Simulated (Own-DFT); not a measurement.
# A layer strained by its substrate: grey tin, 32 atoms (Sn32)

Everything here is calculated. The program is Own-DFT (plane waves, in-house, since retired, never reviewed by a person); positions were held fixed, and spin and spin-orbit coupling were off.

All runs used: PBE; PseudoDojo norm-conserving scalar-relativistic files; cutoff 42 hartree; 3 x 3 x 5 k mesh centred on Gamma; cold (Marzari-Vanderbilt) smearing of 0.2 eV.

Caveats: forces on such cells failed a check on a denser k mesh; stress not checked against mesh or cutoff.

Unstrained cell vectors in Å: (12.978, 0.000, 0.000); (0.000, 12.978, 0.000); (0.000, 0.000, 6.489). The unstrained cell has measured lattice constants (interpolated for alloys), not those of this functional. That, the random moves and any unrelaxed bonds set the pressure at no strain. Each run strains x and y alike by e, as a substrate would, and holds the height along z. Each atom got a random Gaussian move of width 0.05 Å along each axis. Stress is positive in tension.

```
e (%)  u (Å)  (s_xx + s_yy)/2 (GPa)  s_zz (GPa)
-2.50  0.051                  -6.82       -6.17
-2.00  0.052                  -6.16       -5.62
-1.50  0.051                      ?           ?
-1.00  0.055                  -4.81       -4.50
-0.50  0.051                  -4.28       -4.05
 0.75  0.043                  -2.76       -2.95
 1.75  0.045                  -1.68       -2.23
 2.25  0.057                  -1.34       -2.05
 2.50  0.056                  -1.12       -1.67
 3.00  0.049                  -0.67       -1.41
```

## What the rows give

With e as a fraction, the in-plane stress is -3.6 + 115 e - 568 e² GPa (errors 1 and 68, scatter 0.05), and s_zz is -3.6 + 88 e - 565 e² GPa (slope ± 1, scatter 0.08). At e = 0 the first slope is C11 + C12 and the second 2 C12, both with the ions held to the strained lattice and at the cell's own pressure. The term in e² is negative: the layer stiffens under compression and softens under tension. A free layer would change its height as e changes, and the in-plane slope would drop by 2 C12²/C11 to the biaxial modulus. At fixed height, a misfit of 1 % moves the in-plane stress by about 1.2 GPa and s_zz by 0.9 GPa.

## Withheld run

Q: what are the two stresses at e = -1.50 %?

The fitted form gives -5.5 and -5.1 GPa. The hidden result is -5.39 and -5.00 GPa.
